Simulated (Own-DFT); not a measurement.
Simulation results for GaP (zincblende, strained, atoms displaced), Si₃N₄ (beta silicon nitride, strained, atoms displaced), SiC (4H silicon carbide, strained, atoms displaced)

Computed with Own-DFT development build. A calculation, not a measurement: plane-wave PBE density functional theory by an unreviewed code, no spin, of a simulated periodic cell, stress positive in tension, free energy of the whole cell less one offset for each atom, forces on such cells passed a denser k mesh, this cell's mesh not checked; offsets are fitted by least squares, one for each functional and potential file, so energies compare only between cells with the same atoms and settings and are not formation energies; the far tail of each file's local potential was reset to the Coulomb form; each entry is a single point on an unrelaxed cell, so the pressure reflects the starting lattice, mostly measured values (interpolated for alloys), from which strain is counted, and rises with the displacements; printed positions are rounded, which can move forces by about a meV/angstrom; the program, named Own-DFT, is a retired in-house code; no spin-orbit coupling.

Common to all runs: functional PBE; potential files PseudoDojo norm-conserving, scalar-relativistic, standard set; wave cutoff 42 hartree; occupations Fermi-Dirac; smearing width 0.1 eV.

```json
{"entry": 1, "formula": "GaP", "kind": "zincblende, strained, atoms displaced", "structure": {"cell_angstrom": [[10.862, 0.0, 0.0], [0.0, 10.862, 0.0], [0.0, 0.0, 10.9439]], "atoms_fractional": [["Ga", 0.99587, 0.99913, 0.99706], ["Ga", 0.99543, 0.25219, 0.25], ["Ga", 0.24531, 0.00014, 0.25091], ["Ga", 0.24954, 0.24611, 0.99817], ["P", 0.11843, 0.12335, 0.12711], ["P", 0.12691, 0.37266, 0.37728], ["P", 0.37673, 0.12275, 0.37772], ["P", 0.37666, 0.3777, 0.12442], ["Ga", 0.99675, 0.99975, 0.49578], ["Ga", 0.99699, 0.25145, 0.75049], ["Ga", 0.24463, 0.99567, 0.74785], ["Ga", 0.25065, 0.25029, 0.49539], ["P", 0.13247, 0.12713, 0.6246], ["P", 0.12395, 0.37166, 0.87374], ["P", 0.37928, 0.12349, 0.87499], ["P", 0.37279, 0.37336, 0.6279], ["Ga", 0.99824, 0.50691, 0.00609], ["Ga", 0.00153, 0.75069, 0.25141], ["Ga", 0.25246, 0.49556, 0.24834], ["Ga", 0.24666, 0.75265, 0.00073], ["P", 0.1241, 0.62467, 0.12336], ["P", 0.12256, 0.87324, 0.37592], ["P", 0.37088, 0.61803, 0.37403], ["P", 0.37552, 0.87218, 0.12709], ["Ga", 0.99665, 0.50368, 0.49717], ["Ga", 0.99744, 0.75105, 0.74919], ["Ga", 0.24402, 0.49985, 0.74785], ["Ga", 0.25198, 0.74821, 0.50143], ["P", 0.12323, 0.62398, 0.62342], ["P", 0.12221, 0.87674, 0.87375], ["P", 0.37795, 0.62605, 0.87609], ["P", 0.37465, 0.87847, 0.62369], ["Ga", 0.50097, 0.00074, 0.99909], ["Ga", 0.50111, 0.25409, 0.25622], ["Ga", 0.74722, 0.9996, 0.25052], ["Ga", 0.74981, 0.25152, 0.99756], ["P", 0.62187, 0.12378, 0.12767], ["P", 0.62619, 0.37597, 0.37216], ["P", 0.87605, 0.12604, 0.37603], ["P", 0.87391, 0.376, 0.12536], ["Ga", 0.50247, 0.9983, 0.50052], ["Ga", 0.49691, 0.24736, 0.75007], ["Ga", 0.74951, 0.99363, 0.75148], ["Ga", 0.74529, 0.24673, 0.49694], ["P", 0.6249, 0.12503, 0.62298], ["P", 0.62399, 0.37175, 0.8755], ["P", 0.87498, 0.1241, 0.876], ["P", 0.87399, 0.37214, 0.62703], ["Ga", 0.49931, 0.49714, 0.99949], ["Ga", 0.49351, 0.7531, 0.24886], ["Ga", 0.75215, 0.49866, 0.25055], ["Ga", 0.74975, 0.75052, 0.00374], ["P", 0.62852, 0.6243, 0.12281], ["P", 0.61882, 0.87189, 0.37497], ["P", 0.87773, 0.62561, 0.37498], ["P", 0.87408, 0.87987, 0.11838], ["Ga", 0.49839, 0.49724, 0.49817], ["Ga", 0.50287, 0.75013, 0.75357], ["Ga", 0.75068, 0.49842, 0.74583], ["Ga", 0.74502, 0.75013, 0.50054], ["P", 0.62285, 0.6268, 0.62992], ["P", 0.62287, 0.87495, 0.87515], ["P", 0.87329, 0.62334, 0.87342], ["P", 0.87523, 0.87082, 0.62585]]}, "settings": {"hardware": "one NVIDIA H100", "k_mesh": "3 x 3 x 3 centred on Gamma"}, "results": {"free_energy_of_cell_above_offsets [eV]": "-35.118", "pressure [GPa]": 3.13, "stress_xx [GPa]": -3.3, "stress_yy [GPa]": -3.32, "stress_zz [GPa]": -2.76, "stress_yz [GPa]": 0.41, "stress_xz [GPa]": -0.18, "stress_xy [GPa]": 0.13, "force_element": ["Ga", "Ga", "Ga", "Ga", "P", "P", "P", "P", "Ga", "Ga", "Ga", "Ga", "P", "P", "P", "P", "Ga", "Ga", "Ga", "Ga", "P", "P", "P", "P", "Ga", "Ga", "Ga", "Ga", "P", "P", "P", "P", "Ga", "Ga", "Ga", "Ga", "P", "P", "P", "P", "Ga", "Ga", "Ga", "Ga", "P", "P", "P", "P", "Ga", "Ga", "Ga", "Ga", "P", "P", "P", "P", "Ga", "Ga", "Ga", "Ga", "P", "P", "P", "P"], "force_x [eV/angstrom]": [0.513, 0.429, 0.352, 0.023, 0.392, -0.595, -0.137, -0.166, 0.503, 0.468, 0.663, 0.406, -1.246, -0.209, -0.873, 0.088, -0.028, -0.29, -0.656, 0.358, 0.42, 0.375, 0.406, -0.66, 0.368, 0.304, 0.512, -0.106, -0.106, -0.026, -0.746, 0.197, -0.119, -0.465, 0.134, -0.113, 0.249, 0.16, -0.544, 0.011, -0.209, 0.379, 0.08, 0.43, 0.025, -0.006, -0.321, -0.125, 0.357, 0.54, -0.042, 0.061, -0.648, 0.599, -0.794, -0.054, 0.098, -0.684, -0.266, 0.241, 0.04, 0.333, -0.022, -0.259], "force_y [eV/angstrom]": [0.369, 0.008, -0.015, 0.101, 0.149, 0.421, 0.116, -0.848, 0.085, -0.539, 0.506, -0.152, -0.143, 0.571, -0.415, 0.146, -0.818, 0.147, 0.113, -0.235, 0.264, 0.031, 0.758, 0.878, -0.752, -0.507, 0.049, 0.031, 0.333, -0.315, -0.159, -0.697, -0.19, -0.552, -0.044, -0.41, 0.494, 0.22, -0.149, -0.055, 0.233, 0.188, 0.591, 0.35, -0.335, 0.323, 0.082, 0.188, 0.377, -1.193, 0.425, -0.05, -0.024, 0.135, 0.283, -0.652, 0.105, 0.242, -0.074, -0.235, -0.474, -0.086, 0.257, 0.548], "force_z [eV/angstrom]": [0.033, 0.125, -0.009, 0.292, -0.342, -0.523, -0.45, -0.026, 0.857, -0.123, 0.243, 0.54, -0.184, 0.58, -0.085, -0.426, -0.897, -0.614, -0.069, -0.237, 0.676, 0.13, 0.048, -0.561, 0.46, 0.207, 0.42, -0.106, 0.105, 0.147, -0.115, 0.297, 0.354, -0.687, 0.049, 0.456, -0.136, 0.586, -0.318, -0.195, 0.089, -0.149, -0.218, 0.268, 0.477, -0.447, -0.437, -0.908, -0.085, 0.219, -0.12, -0.679, 0.582, -0.146, -0.178, 1.144, 0.54, -0.294, 0.515, -0.002, -0.772, 0.401, 0.193, -0.497], "wall_time [s]": 512.5}}
{"entry": 2, "formula": "Si3N4", "kind": "beta silicon nitride, strained, atoms displaced", "structure": {"cell_angstrom": [[7.6457, 0.0979, -0.1513], [-3.7381, 6.4788, 0.1152], [-0.1736, 0.0524, 8.7474]], "atoms_fractional": [["Si", 0.16224, 0.76608, 0.08601], ["Si", 0.22216, 0.40883, 0.08812], ["Si", 0.5891, 0.8219, 0.08021], ["Si", 0.82841, 0.23065, 0.24586], ["Si", 0.78182, 0.61422, 0.26249], ["Si", 0.39099, 0.17132, 0.24941], ["N", 0.31758, 0.0228, 0.09092], ["N", 0.96529, 0.29621, 0.09887], ["N", 0.70731, 0.67408, 0.07832], ["N", 0.66724, 0.98164, 0.2428], ["N", 0.0278, 0.69645, 0.25175], ["N", 0.29697, 0.3251, 0.24721], ["N", 0.31508, 0.65848, 0.08141], ["N", 0.66908, 0.33032, 0.25057], ["Si", 0.17084, 0.7699, 0.42241], ["Si", 0.24008, 0.41499, 0.42526], ["Si", 0.58724, 0.81126, 0.422], ["Si", 0.83019, 0.22345, 0.58281], ["Si", 0.77165, 0.5966, 0.58458], ["Si", 0.39352, 0.17108, 0.5819], ["N", 0.32765, 0.02306, 0.42755], ["N", 0.97597, 0.30946, 0.40557], ["N", 0.70015, 0.66526, 0.4137], ["N", 0.67004, 0.97124, 0.57906], ["N", 0.03948, 0.7099, 0.58041], ["N", 0.29777, 0.3445, 0.58396], ["N", 0.33731, 0.68005, 0.41405], ["N", 0.65666, 0.32034, 0.58224], ["Si", 0.17964, 0.77676, 0.75494], ["Si", 0.23254, 0.40783, 0.75382], ["Si", 0.58269, 0.82097, 0.75533], ["Si", 0.83655, 0.22098, 0.91386], ["Si", 0.77261, 0.59786, 0.92038], ["Si", 0.38973, 0.15723, 0.92101], ["N", 0.31694, 0.01594, 0.75731], ["N", 0.97209, 0.2974, 0.75213], ["N", 0.70165, 0.66607, 0.74518], ["N", 0.67918, 0.97356, 0.92612], ["N", 0.02589, 0.69029, 0.91808], ["N", 0.28099, 0.31461, 0.91605], ["N", 0.33783, 0.67447, 0.74222], ["N", 0.68086, 0.33805, 0.92346]]}, "settings": {"k_mesh": "3 x 3 x 3 centred on Gamma"}, "results": {"free_energy_of_cell_above_offsets [eV]": "-2.137", "pressure [GPa]": 9.03, "stress_xx [GPa]": -5.48, "stress_yy [GPa]": -13.54, "stress_zz [GPa]": -8.07, "stress_yz [GPa]": 1.28, "stress_xz [GPa]": -3.58, "stress_xy [GPa]": 3.29, "force_element": ["Si", "Si", "Si", "Si", "Si", "Si", "N", "N", "N", "N", "N", "N", "N", "N", "Si", "Si", "Si", "Si", "Si", "Si", "N", "N", "N", "N", "N", "N", "N", "N", "Si", "Si", "Si", "Si", "Si", "Si", "N", "N", "N", "N", "N", "N", "N", "N"], "force_x [eV/angstrom]": [0.277, 0.4, -0.593, -3.051, 0.461, 5.108, -0.046, 2.707, -1.042, 0.205, 0.67, -1.924, 2.253, -2.565, 0.716, -3.097, -0.484, -1.389, 1.439, 1.775, -0.95, 1.046, -1.516, 0.278, -2.177, 2.9, 0.41, 0.309, -1.619, -0.847, 3.212, -2.429, 0.251, 2.225, 0.31, 0.735, -1.492, -0.856, 0.745, 0.507, -1.196, -1.666], "force_y [eV/angstrom]": [-0.717, -2.654, -0.108, 0.45, -4.952, 0.343, 0.055, 0.893, 0.579, -5.268, 1.224, 2.005, 2.824, 1.279, -0.387, 0.143, 4.26, 1.925, -2.038, 0.973, 1.683, -0.143, 1.042, -2.285, -1.482, -2.262, -2.368, 1.583, -5.41, 0.312, 2.064, 3.37, -1.818, 3.181, 5.913, 0.168, 1.14, -2.679, 1.156, 0.459, -1.848, -2.604], "force_z [eV/angstrom]": [0.407, -0.846, 2.665, 2.259, -4.984, 1.642, -0.885, -5.661, 1.854, 1.207, 0.792, 2.306, -0.269, 0.444, -1.653, -5.509, -2.182, -1.967, 0.515, 1.582, -2.092, 3.735, 2.385, 1.405, 2.125, 3.334, 0.147, 0.439, -0.266, -0.82, -1.203, 2.517, -0.866, 0.525, -0.917, -0.923, 0.954, -3.36, -0.958, 1.851, 0.951, -0.68]}}
{"entry": 3, "formula": "SiC", "kind": "4H silicon carbide, strained, atoms displaced", "structure": {"cell_angstrom": [[9.1476, 0.1005, 0.1054], [-4.4868, 7.8564, -0.1058], [0.1147, -0.0668, 10.097]], "atoms_fractional": [["Si", 0.00372, 0.005, 0.40796], ["Si", 0.11467, 0.22375, 0.15152], ["C", 0.00275, 0.00061, 0.09726], ["C", 0.11009, 0.22702, 0.3427], ["Si", 0.00342, 0.33611, 0.4068], ["Si", 0.12098, 0.55953, 0.15369], ["C", 0.01253, 0.34088, 0.09758], ["C", 0.11895, 0.55246, 0.33881], ["Si", 0.99247, 0.66246, 0.40312], ["Si", 0.12292, 0.90526, 0.15314], ["C", 0.99231, 0.65895, 0.09772], ["C", 0.11094, 0.89073, 0.34131], ["Si", 0.33372, 0.99779, 0.40422], ["Si", 0.44174, 0.21884, 0.14513], ["C", 0.32944, 0.00139, 0.09631], ["C", 0.43418, 0.22215, 0.3437], ["Si", 0.33879, 0.33648, 0.40338], ["Si", 0.43941, 0.55379, 0.1661], ["C", 0.34033, 0.33658, 0.09578], ["C", 0.44992, 0.56816, 0.34467], ["Si", 0.34227, 0.6748, 0.40805], ["Si", 0.44104, 0.88667, 0.16267], ["C", 0.32613, 0.66048, 0.09346], ["C", 0.44293, 0.89987, 0.34931], ["Si", 0.67941, 0.01064, 0.4026], ["Si", 0.76205, 0.21456, 0.15631], ["C", 0.66037, 0.98971, 0.09195], ["C", 0.77679, 0.21496, 0.34428], ["Si", 0.65412, 0.32616, 0.40437], ["Si", 0.77233, 0.54617, 0.15935], ["C", 0.66162, 0.32441, 0.0968], ["C", 0.78356, 0.56112, 0.33452], ["Si", 0.67934, 0.68358, 0.40295], ["Si", 0.77625, 0.88969, 0.15092], ["C", 0.67522, 0.67506, 0.09467], ["C", 0.78527, 0.88443, 0.34395], ["Si", 0.00301, 0.99874, 0.91327], ["Si", 0.885, 0.76502, 0.65601], ["C", 0.99473, 0.99754, 0.5945], ["C", 0.89541, 0.78239, 0.8441], ["Si", 0.00245, 0.6659, 0.90779], ["Si", 0.89989, 0.44792, 0.65642], ["C", 0.00349, 0.67036, 0.59085], ["C", 0.89028, 0.44918, 0.8459], ["Si", 0.99899, 0.33994, 0.9088], ["Si", 0.88889, 0.11281, 0.65612], ["C", 0.0133, 0.34663, 0.59393], ["C", 0.87945, 0.10621, 0.848], ["Si", 0.67314, 0.00403, 0.9087], ["Si", 0.56579, 0.78415, 0.65396], ["C", 0.67513, 0.00703, 0.59517], ["C", 0.56119, 0.78445, 0.85147], ["Si", 0.67791, 0.67059, 0.89738], ["Si", 0.56457, 0.45176, 0.64645], ["C", 0.66534, 0.67, 0.59312], ["C", 0.55691, 0.43273, 0.84421], ["Si", 0.65789, 0.3328, 0.90485], ["Si", 0.55723, 0.11536, 0.66471], ["C", 0.66484, 0.33145, 0.58471], ["C", 0.56517, 0.11812, 0.84023], ["Si", 0.3355, 0.00695, 0.90601], ["Si", 0.22146, 0.77917, 0.65218], ["C", 0.32836, 0.98681, 0.60583], ["C", 0.22768, 0.77955, 0.84943], ["Si", 0.33233, 0.66022, 0.90533], ["Si", 0.21246, 0.44235, 0.65444], ["C", 0.32609, 0.66846, 0.5947], ["C", 0.21027, 0.43691, 0.84957], ["Si", 0.33204, 0.33436, 0.90648], ["Si", 0.22916, 0.12752, 0.66313], ["C", 0.32883, 0.33433, 0.58473], ["C", 0.23011, 0.11479, 0.8435]]}, "settings": {"hardware": "one NVIDIA H100", "k_mesh": "4 x 4 x 3 centred on Gamma"}, "results": {"free_energy_of_cell_above_offsets [eV]": "-4.570", "pressure [GPa]": 10.8, "stress_xx [GPa]": -13.81, "stress_yy [GPa]": -14.05, "stress_zz [GPa]": -4.54, "stress_yz [GPa]": -1.85, "stress_xz [GPa]": 4.06, "stress_xy [GPa]": 5.96, "force_element": ["Si", "Si", "C", "C", "Si", "Si", "C", "C", "Si", "Si", "C", "C", "Si", "Si", "C", "C", "Si", "Si", "C", "C", "Si", "Si", "C", "C", "Si", "Si", "C", "C", "Si", "Si", "C", "C", "Si", "Si", "C", "C", "Si", "Si", "C", "C", "Si", "Si", "C", "C", "Si", "Si", "C", "C", "Si", "Si", "C", "C", "Si", "Si", "C", "C", "Si", "Si", "C", "C", "Si", "Si", "C", "C", "Si", "Si", "C", "C", "Si", "Si", "C", "C"], "force_x [eV/angstrom]": [0.376, -0.263, -0.807, 1.606, -0.579, -2.94, -2.311, -1.026, 2.237, -1.811, 1.102, 0.794, -3.435, -0.06, 2.364, 2.663, -2.97, 1.2, -0.962, 1.849, -2.236, -0.083, 2.28, 4.087, -0.755, 3.736, -0.918, -0.645, 1.151, -0.055, -0.932, -1.202, -0.403, 1.386, -0.719, -1.348, -0.675, -0.666, 1.28, 0.604, 0.125, -2.35, 0.081, -0.731, -0.57, 0.392, -2.227, 2.812, -1.879, -2.885, -0.919, 0.027, -1.454, -1.576, 1.768, -3.455, 3.937, -0.215, 1.059, -0.767, 1.696, -0.598, -0.338, -0.699, 0.105, 3.226, 2.881, 1.97, 0.309, 0.105, 1.104, -1.849], "force_y [eV/angstrom]": [0.165, 0.376, 0.593, -0.694, 0.54, -0.744, -1.797, 1.266, 0.866, -4.303, 1.477, -0.149, 1.371, 0.764, 0.06, -0.921, 0.958, 1.517, -0.183, -1.073, -0.326, -0.47, 1.833, -1.7, -3.096, 0.248, 1.51, 3.062, 0.964, 1.874, 0.959, -1.907, -4.046, -0.056, -2.803, 3.835, 1.029, 3.039, 0.269, -0.673, 0.874, 0.191, -1.424, -0.901, -1.966, 0.386, -3.374, 1.91, -0.802, 0.372, -0.172, -1.775, -0.874, -1.758, -0.381, 3.321, -0.367, -0.952, 0.393, -1.148, -1.347, -1.273, 5.015, -0.154, 1.321, 2.046, -0.419, 0.91, 0.562, -3.192, 1.175, 0.168], "force_z [eV/angstrom]": [-0.031, 1.438, -1.041, -0.288, -0.652, 1.204, -1.298, 1.209, -0.702, 1.769, -0.883, 0.377, 2.454, 2.844, -1.779, -1.415, 0.019, -2.382, -0.937, 0.947, 0.47, -1.003, -0.229, -1.408, 1.755, 0.496, 0.671, -0.87, -0.995, -1.928, -1.542, 3.074, 0.594, 1.594, -0.939, -1.393, -1.424, 0.33, 0.426, -0.638, 1.105, 0.087, -0.381, -0.797, 1.167, 0.84, -1.091, -0.55, -0.01, 1.57, -0.916, -1.977, 2.336, 1.3, -0.966, -1.984, 1.298, -2.794, 1.525, 2.433, -0.17, 2.6, -2.302, -0.934, 0.453, 1.209, -0.261, -1.974, 0.434, -1.991, 1.773, 1.075], "wall_time [s]": 326.9}}
```
